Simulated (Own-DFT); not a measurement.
# What it costs to cut wurtzite GaN, m plane (10-10)

Source: density functional calculations with Own-DFT, an unreviewed in-house program that is no longer used. Nothing was measured or relaxed, and spin and spin-orbit coupling are left out.

Limits (not all hold for every row): forces not confirmed at this smearing and k mesh; k mesh not checked against a denser one.

Both sets of runs: PBE; PseudoDojo norm-conserving scalar-relativistic files (stringent for Ga); cutoff 96 hartree; Gaussian smearing of 0.01 eV. The slab has 64 atoms in 16 layers, two equal faces of 33.07 Å² as cut, 15 Å of vacuum, a dipole correction along the normal and a 6 x 6 x 1 mesh. The bulk cell has 72 atoms, the same measured lattice constants and a 4 x 4 x 3 mesh. In the slab only the 16 atoms nearest the faces were moved at random; u is their rms move along one axis. Energies are counted from -3520.29 eV for each atom.

```
slab run,u (Å),E (eV, cell)
1,0.0448,8.799
2,0.0462,8.907
3,0.0489,9.412
4,0.0524,8.611
5,0.0552,8.950
6,0.0564,9.496
7,0.0883,10.650
8,0.0902,12.137
9,0.0934,11.698
10,0.0990,11.472
11,0.1085,11.359
12,0.1118,13.093
```

```
bulk run   u (Å)  E (meV/atom)
       1  0.0184          0.59
       2  0.0194          1.13
       3  0.0217          2.85
       4  0.0463         52.18
       5  0.0490         54.91
       6  0.0505         65.60
       7  0.0960        282.63
       8  0.0970        222.82
       9  0.0981        260.31
      10  0.1036        271.86
```

Q: what is the energy of the unrelaxed surface?

## Solution

Take each set to u = 0 with E = a + b u². Rows are weighted down as u grows, with residuals divided by u² + 0.0006 Å². Slab: a = 8.10 ± 0.19 eV. Bulk: a = -9.3 ± 1.2 meV/atom. The excess is 8.10 - 64 x (-0.0093) = 8.69 ± 0.21 eV. Over two faces that is 131 meV/Å², or 2.11 ± 0.05 J/m². Relaxing the faces would lower the energy, and the unlike meshes and the reach from the smallest u down to zero add errors that aren't counted here.
